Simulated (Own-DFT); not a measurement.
# Computed records: GaN (wurtzite, strained, atoms displaced)

A calculation, not a measurement: plane-wave PBE density functional theory by an unreviewed code, no spin, of a simulated periodic cell, stress positive in tension, free energy of the whole cell less one offset for each atom, forces on such cells passed a denser k mesh, this cell's mesh not checked; offsets are fitted by least squares, one for each functional and potential file, so energies compare only between cells with the same atoms and settings and are not formation energies; the far tail of each file's local potential was reset to the Coulomb form; each entry is a single point on an unrelaxed cell, so the pressure reflects the starting lattice, mostly measured values (interpolated for alloys), from which strain is counted, and rises with the displacements; printed positions are rounded, which can move forces by about a meV/angstrom; the program, named Own-DFT, is a retired in-house code; no spin-orbit coupling. Program: Own-DFT development build.

Settings shared by all entries: functional PBE; potential files PseudoDojo norm-conserving, scalar-relativistic, standard set with the stringent files for Ga; wave cutoff 96 hartree; occupations Gaussian; smearing width 0.01 eV; k mesh 3 x 4 x 3 centred on Gamma.

(1) GaN (wurtzite, strained, atoms displaced)

```
GaN
1.0
     12.7560     0.0000     0.0000
     -4.7835     8.2853     0.0000
      0.0000     0.0000    10.4478
Ga N Ga N Ga N Ga N Ga N Ga N Ga N Ga N Ga N Ga N Ga N Ga N Ga N Ga N Ga N Ga N Ga N Ga N Ga N Ga N Ga N Ga N Ga N Ga N
2 2 2 2 2 2 2 2 2 2 2 2 2 2 2 2 2 2 2 2 2 2 2 2 2 2 2 2 2 2 2 2 2 2 2 2 2 2 2 2 2 2 2 2 2 2 2 2
Direct
  0.08380 0.22174 0.00149
  0.17132 0.10851 0.25229
  0.07085 0.21013 0.19022
  0.17136 0.11296 0.44029
  0.08193 0.21662 0.50774
  0.16993 0.11631 0.74387
  0.08414 0.22213 0.68609
  0.16914 0.11094 0.93249
  0.08462 0.56502 0.99061
  0.16671 0.44321 0.24819
  0.08509 0.56423 0.19335
  0.17397 0.45202 0.44274
  0.08695 0.55609 0.49525
  0.16169 0.43576 0.74974
  0.07777 0.54877 0.69560
  0.16528 0.44655 0.93602
  0.08683 0.89216 0.99982
  0.16301 0.77175 0.25077
  0.08164 0.88286 0.18822
  0.15984 0.76884 0.43743
  0.09074 0.89799 0.50250
  0.16706 0.77396 0.74660
  0.08486 0.88185 0.68630
  0.16209 0.77167 0.93709
  0.33640 0.22598 0.99826
  0.41617 0.11303 0.24902
  0.32602 0.22097 0.17953
  0.42188 0.10762 0.43877
  0.33352 0.21809 0.49136
  0.41390 0.11050 0.74276
  0.33031 0.22372 0.68918
  0.41276 0.09764 0.93725
  0.33721 0.55801 0.00234
  0.41324 0.44564 0.25470
  0.33442 0.55588 0.18206
  0.42504 0.44779 0.43352
  0.33075 0.55747 0.50655
  0.41454 0.44984 0.75239
  0.34602 0.57036 0.69353
  0.41679 0.45075 0.94763
  0.33751 0.89136 0.99679
  0.42552 0.78118 0.25116
  0.33553 0.89332 0.19037
  0.41691 0.78042 0.43526
  0.33220 0.89514 0.50492
  0.41556 0.77150 0.75169
  0.33240 0.88676 0.69291
  0.41378 0.77558 0.93780
  0.58613 0.22455 0.00232
  0.66538 0.11016 0.24010
  0.59031 0.22278 0.19372
  0.66643 0.11099 0.43526
  0.57636 0.21705 0.50696
  0.67322 0.11342 0.75581
  0.59386 0.22524 0.68597
  0.66419 0.11587 0.93267
  0.58782 0.56545 0.99940
  0.65866 0.43358 0.25047
  0.57828 0.55263 0.18949
  0.66183 0.44592 0.43513
  0.58908 0.55893 0.50712
  0.66901 0.46158 0.73994
  0.57736 0.55672 0.69131
  0.66654 0.44270 0.94345
  0.57717 0.88097 0.00198
  0.66884 0.77409 0.25335
  0.58384 0.89119 0.18803
  0.66963 0.78336 0.43851
  0.58210 0.88400 0.49849
  0.65806 0.77951 0.75145
  0.57817 0.88424 0.69344
  0.66570 0.77217 0.93709
  0.82775 0.21528 0.99707
  0.91594 0.10896 0.25472
  0.82601 0.22656 0.18693
  0.91471 0.10665 0.43491
  0.83344 0.22277 0.50297
  0.91678 0.11070 0.75026
  0.83180 0.21048 0.68840
  0.91676 0.11634 0.93884
  0.82749 0.56776 0.99775
  0.92105 0.44861 0.25776
  0.83834 0.55859 0.18939
  0.92123 0.45251 0.43509
  0.83513 0.54032 0.49142
  0.91692 0.44729 0.75096
  0.83864 0.55743 0.67688
  0.92252 0.44854 0.93725
  0.82670 0.88626 0.00348
  0.92128 0.77220 0.25544
  0.83273 0.88198 0.19007
  0.90740 0.78338 0.43058
  0.83687 0.89431 0.50196
  0.90979 0.77345 0.74910
  0.82683 0.87532 0.69015
  0.91717 0.77541 0.93021
```

* free energy of cell above offsets: -4.718 eV
* pressure: 5.7 GPa
* stress xx: -6.2 GPa
* stress yy: -6.37 GPa
* stress zz: -4.54 GPa
* stress yz: 0.27 GPa
* stress xz: 0.3 GPa
* stress xy: 0.04 GPa

Force:
| element | x (eV/Å) | y (eV/Å) | z (eV/Å) |
| --- | --- | --- | --- |
| Ga | -0.134 | 0.143 | -0.09 |
| Ga | -1.813 | -0.663 | -0.574 |
| N | 2.334 | 1.586 | -0.221 |
| N | -0.756 | 0.159 | -0.537 |
| Ga | -0.286 | 0.745 | -2.103 |
| Ga | -0.287 | -1.791 | 1.05 |
| N | -0.181 | -0.597 | 0.559 |
| N | -0.473 | 0.373 | 0.34 |
| Ga | 0.319 | -2.057 | 1.739 |
| Ga | -0.25 | 0.114 | -0.13 |
| N | 0.801 | -2.236 | -1.162 |
| N | -0.72 | -1.863 | -0.628 |
| Ga | -0.382 | -0.369 | 1.506 |
| Ga | 0.206 | 1.568 | 0.602 |
| N | 1.408 | 0.429 | -1.851 |
| N | 0.856 | -0.334 | 0.417 |
| Ga | -0.363 | -0.484 | -0.26 |
| Ga | 0.9 | 1.753 | 0.009 |
| N | 0.356 | 1.101 | -0.149 |
| N | 0.534 | 1.956 | 0.348 |
| Ga | -1.17 | -2.079 | -0.315 |
| Ga | -0.471 | -0.234 | 0.846 |
| N | -1.074 | 1.123 | 0.156 |
| N | 0.759 | 2.536 | -0.597 |
| Ga | 0.078 | -0.612 | -0.768 |
| Ga | 0.34 | -0.158 | -0.412 |
| N | 1.438 | 0.52 | 1.573 |
| N | -2.051 | 0.13 | -0.493 |
| Ga | 0.836 | 1.564 | 1.1 |
| Ga | 1.032 | 0.493 | 1.245 |
| N | 1.123 | 0.817 | -1.017 |
| N | -0.04 | 3.065 | -0.667 |
| Ga | -1.638 | -0.246 | -0.52 |
| Ga | 0.378 | -0.056 | -1.315 |
| N | -0.466 | 0.16 | 1.596 |
| N | -1.233 | -0.44 | 1.668 |
| Ga | 1.857 | 0.713 | -0.571 |
| Ga | 0.611 | -1.125 | 0.877 |
| N | -1.865 | -3.327 | -1.426 |
| N | 1.245 | -0.679 | -1.765 |
| Ga | -1.151 | -1.594 | 1.234 |
| Ga | -1.992 | -0.491 | -0.083 |
| N | 0.151 | -0.599 | -0.309 |
| N | -0.282 | -0.356 | 0.94 |
| Ga | 0.505 | -1.691 | -0.685 |
| Ga | -0.682 | 2.726 | 0.894 |
| N | 0.3 | 0.034 | -0.841 |
| N | 0.547 | -0.025 | 0.039 |
| Ga | -0.842 | -0.364 | -0.169 |
| Ga | 0.87 | -0.322 | 2.251 |
| N | -2.559 | -0.483 | -1.536 |
| N | -0.053 | 0.088 | 0.314 |
| Ga | 2.285 | 0.994 | -1.122 |
| Ga | -1.129 | -0.669 | -1.449 |
| N | -1.714 | 0.335 | 1.014 |
| N | 0.625 | -1.293 | 1.619 |
| Ga | -0.152 | -2.282 | 1.094 |
| Ga | 0.682 | 2.262 | 0.009 |
| N | 0.488 | 0.072 | -0.347 |
| N | 1.251 | -0.817 | 0.844 |
| Ga | -0.682 | 0.509 | -1.279 |
| Ga | 1.518 | -1.852 | 1.141 |
| N | 0.326 | 0.275 | -0.188 |
| N | -1.098 | 0.503 | -1.441 |
| Ga | 0.312 | 0.888 | -0.394 |
| Ga | -0.144 | 0.029 | -0.103 |
| N | 1.059 | -0.597 | -0.627 |
| N | -0.042 | -0.67 | 0.479 |
| Ga | -0.263 | 1.018 | 0.33 |
| Ga | 1.46 | -0.129 | -0.065 |
| N | -0.011 | 1.274 | -0.888 |
| N | -0.871 | 1.618 | -0.234 |
| Ga | 0.21 | 1.916 | 0.695 |
| Ga | -1.729 | -0.725 | -1.114 |
| N | 2.143 | -0.065 | -0.092 |
| N | 0.289 | 1.551 | 1.427 |
| Ga | -0.411 | -0.568 | -0.802 |
| Ga | 0.324 | -1.083 | 0.575 |
| N | 0.014 | 1.511 | -0.322 |
| N | 0.41 | -1.206 | -0.317 |
| Ga | 2.469 | -1.42 | 1.153 |
| Ga | -0.595 | -0.588 | -2.702 |
| N | -0.985 | -0.803 | -0.189 |
| N | 1.887 | -2.009 | 0.85 |
| Ga | -3.269 | 2.578 | 0.596 |
| Ga | -0.512 | -0.882 | 0.613 |
| N | -0.883 | -0.468 | 0.692 |
| N | -1.93 | -0.828 | -0.062 |
| Ga | 1.462 | 0.766 | -0.152 |
| Ga | -1.228 | 0.399 | -1.137 |
| N | -0.195 | 0.507 | -0.427 |
| N | 2.648 | -0.89 | 1.871 |
| Ga | -0.873 | -0.918 | 0.257 |
| Ga | 1.675 | 0.126 | -0.61 |
| N | -0.792 | 1.625 | -0.317 |
| N | -0.601 | 1.382 | 1.01 |

(2) GaN (wurtzite, strained, atoms displaced)

```
GaN
1.0
     12.7560     0.0000     0.0000
     -4.7835     8.2853     0.0000
      0.0000     0.0000    10.4478
Ga N Ga N Ga N Ga N Ga N Ga N Ga N Ga N Ga N Ga N Ga N Ga N Ga N Ga N Ga N Ga N Ga N Ga N Ga N Ga N Ga N Ga N Ga N Ga N
2 2 2 2 2 2 2 2 2 2 2 2 2 2 2 2 2 2 2 2 2 2 2 2 2 2 2 2 2 2 2 2 2 2 2 2 2 2 2 2 2 2 2 2 2 2 2 2
Direct
  0.08253 0.23140 0.01012
  0.16936 0.12385 0.25210
  0.07738 0.21327 0.18342
  0.16413 0.10458 0.43793
  0.08957 0.23183 0.50162
  0.17116 0.10708 0.75022
  0.08809 0.22099 0.68899
  0.17411 0.12217 0.93665
  0.08196 0.55467 0.99263
  0.16509 0.44257 0.25067
  0.08375 0.55315 0.18244
  0.17830 0.45565 0.43388
  0.08626 0.56219 0.50131
  0.17444 0.46324 0.74578
  0.08418 0.56233 0.69417
  0.16909 0.44552 0.94306
  0.09201 0.90300 0.99743
  0.17364 0.78846 0.25868
  0.07717 0.88626 0.19238
  0.17245 0.78345 0.43527
  0.07700 0.88674 0.49439
  0.17478 0.78604 0.74891
  0.08503 0.88311 0.69067
  0.16310 0.76708 0.94406
  0.34012 0.22303 0.99469
  0.42020 0.11201 0.25603
  0.33439 0.21770 0.19006
  0.41560 0.12253 0.42919
  0.33503 0.21975 0.49496
  0.41443 0.11193 0.75389
  0.33354 0.22797 0.68861
  0.40831 0.09702 0.93988
  0.33774 0.55607 0.00028
  0.41162 0.43716 0.25242
  0.33148 0.55020 0.18813
  0.41918 0.44181 0.44336
  0.32941 0.55339 0.50627
  0.41645 0.45349 0.75407
  0.33433 0.54713 0.68605
  0.41754 0.44754 0.93068
  0.33771 0.89338 0.00211
  0.41803 0.78051 0.24888
  0.33349 0.88160 0.18860
  0.40934 0.78633 0.43439
  0.32584 0.88324 0.50642
  0.41725 0.77227 0.74957
  0.33666 0.89369 0.68354
  0.42095 0.78123 0.93498
  0.58218 0.21836 0.99582
  0.66780 0.10641 0.24191
  0.57936 0.21906 0.18919
  0.66329 0.11020 0.43952
  0.58646 0.22737 0.49753
  0.67243 0.11791 0.74970
  0.58568 0.23147 0.68161
  0.66829 0.10284 0.93570
  0.57874 0.56245 0.99761
  0.66497 0.43727 0.24732
  0.58756 0.56359 0.18267
  0.66014 0.44528 0.43713
  0.58068 0.55408 0.49475
  0.66804 0.44266 0.73890
  0.58040 0.54962 0.69121
  0.66823 0.43187 0.94564
  0.58260 0.88676 0.00010
  0.65960 0.77049 0.23856
  0.58462 0.89471 0.17829
  0.66718 0.78708 0.44088
  0.58422 0.89283 0.48721
  0.66926 0.78029 0.75045
  0.58769 0.89801 0.68234
  0.66775 0.77658 0.93967
  0.84322 0.22395 0.00264
  0.92173 0.10649 0.24283
  0.82428 0.21598 0.18821
  0.91774 0.11444 0.43866
  0.82992 0.21280 0.50513
  0.91642 0.10408 0.75188
  0.82958 0.21595 0.68595
  0.91126 0.10698 0.94322
  0.83258 0.56786 0.00771
  0.90918 0.43657 0.25095
  0.83521 0.55775 0.18810
  0.91214 0.45129 0.44277
  0.82851 0.54862 0.50655
  0.92035 0.45686 0.75080
  0.83611 0.55399 0.69316
  0.91611 0.44074 0.93813
  0.83005 0.88108 0.00499
  0.92401 0.77577 0.24679
  0.83509 0.89747 0.18913
  0.91074 0.77960 0.43529
  0.83417 0.87696 0.50424
  0.91887 0.77431 0.74821
  0.83789 0.89823 0.68629
  0.91539 0.77583 0.93986
```

* free energy of cell above offsets: -4.062 eV
* pressure: 5.89 GPa
* stress xx: -6.43 GPa
* stress yy: -6.59 GPa
* stress zz: -4.65 GPa
* stress yz: -0.04 GPa
* stress xz: 0.58 GPa
* stress xy: -0.1 GPa

Force:
| element | x (eV/Å) | y (eV/Å) | z (eV/Å) |
| --- | --- | --- | --- |
| Ga | 0.603 | -0.861 | -3.15 |
| Ga | 0.604 | -1.808 | -0.187 |
| N | 1.191 | 1.764 | 1.649 |
| N | -0.147 | 1.312 | -0.099 |
| Ga | -0.653 | -1.1 | 0.138 |
| Ga | -1.024 | 0.725 | -0.217 |
| N | -0.645 | 0.78 | 0.187 |
| N | -0.567 | -0.428 | 0.487 |
| Ga | 0.016 | -0.86 | 1.432 |
| Ga | -0.495 | 0.613 | -0.894 |
| N | -0.603 | 0.016 | 1.293 |
| N | -2.089 | -1.232 | 0.558 |
| Ga | -0.562 | -0.691 | -0.389 |
| Ga | -0.287 | -2.879 | 1.502 |
| N | 0.681 | 0.248 | -1.371 |
| N | 0.193 | 0.458 | -1.177 |
| Ga | -0.26 | -1.372 | 0.64 |
| Ga | -0.58 | -1.354 | -2.555 |
| N | 2.727 | 1.979 | -0.984 |
| N | -1.841 | -0.721 | 1.392 |
| Ga | 0.517 | -0.188 | 0.746 |
| Ga | -0.427 | -0.516 | 1.276 |
| N | -0.502 | 0.494 | -0.875 |
| N | 0.253 | 2.876 | -1.34 |
| Ga | -1.041 | 0.434 | 0.991 |
| Ga | -0.35 | -0.853 | -1.719 |
| N | -0.364 | 0.352 | -0.916 |
| N | 1.66 | -1.628 | 2.34 |
| Ga | -1.166 | 0.309 | 1.391 |
| Ga | 0.538 | 0.782 | -1.097 |
| N | 0.853 | -0.412 | -0.212 |
| N | 0.846 | 2.286 | -0.943 |
| Ga | -1.058 | 0.156 | 0.307 |
| Ga | 0.679 | 0.838 | 0.028 |
| N | 0.458 | 0.365 | -0.014 |
| N | -1.777 | 0.408 | -0.987 |
| Ga | 2.081 | 1.325 | -1.459 |
| Ga | 1.768 | -1.738 | -1.229 |
| N | -1.347 | 1.975 | 0.119 |
| N | 0.175 | -0.48 | 1.714 |
| Ga | -0.481 | -2.755 | 0.639 |
| Ga | 0.173 | -0.805 | 0.129 |
| N | -0.489 | 1.391 | -0.313 |
| N | 1.843 | -1.121 | 0.423 |
| Ga | 1.042 | 2.104 | -1.331 |
| Ga | 0.67 | 1.478 | -0.574 |
| N | 0.361 | -0.405 | 1.432 |
| N | -0.603 | -0.845 | 0.153 |
| Ga | 0.832 | -0.872 | 0.624 |
| Ga | -1.507 | 0.379 | 1.481 |
| N | 0.75 | -0.111 | -0.672 |
| N | 0.298 | 0.945 | -1.328 |
| Ga | -0.805 | -0.952 | -0.241 |
| Ga | -1.106 | -0.747 | 0.178 |
| N | -0.02 | -1.792 | 0.746 |
| N | -0.482 | 1.015 | 0.337 |
| Ga | 1.83 | -1.487 | -0.17 |
| Ga | -0.25 | 1.054 | -0.078 |
| N | -0.48 | -2.497 | 0.264 |
| N | 1.52 | 0.26 | -0.346 |
| Ga | -0.076 | 1.388 | 1.133 |
| Ga | -0.58 | 0.529 | 2.31 |
| N | 0.223 | 1.305 | -0.62 |
| N | -1.396 | 2.015 | -1.409 |
| Ga | 0.389 | 0.585 | -1.391 |
| Ga | 0.914 | 2.385 | 1.883 |
| N | -0.257 | -1.499 | 1.516 |
| N | 0.881 | -1.626 | -1.275 |
| Ga | -1.112 | -0.463 | 1.765 |
| Ga | -0.497 | 0.004 | -0.594 |
| N | -0.278 | -1.261 | 0.298 |
| N | -0.239 | 0.276 | -0.589 |
| Ga | -2.55 | 0.197 | -0.233 |
| Ga | -2.49 | 0.577 | 2.336 |
| N | 2.328 | 1.031 | -0.25 |
| N | 0.85 | -0.217 | -0.458 |
| Ga | 0.017 | 0.623 | -0.98 |
| Ga | 0.057 | 2.27 | 0.343 |
| N | 1.301 | 1.567 | 0.775 |
| N | 2.039 | -0.471 | -0.747 |
| Ga | 0.962 | -2.224 | -1.07 |
| Ga | 1.134 | 0.7 | -0.005 |
| N | -0.513 | -0.516 | 0.788 |
| N | 1.782 | -0.986 | -0.446 |
| Ga | -0.756 | 0.986 | -0.881 |
| Ga | 0.86 | -2.536 | 0.94 |
| N | -1.22 | 0.761 | -1.055 |
| N | -0.538 | 0.662 | -0.121 |
| Ga | 0.225 | 1.009 | -0.291 |
| Ga | -2.888 | -0.37 | 0.899 |
| N | 0.192 | -2.627 | -0.285 |
| N | 2.084 | -1.653 | -0.046 |
| Ga | -2.382 | 2.385 | -0.634 |
| Ga | -0.642 | 0.844 | 0.826 |
| N | 0.547 | -2.507 | 0.469 |
| N | 0.478 | 1.246 | -0.634 |
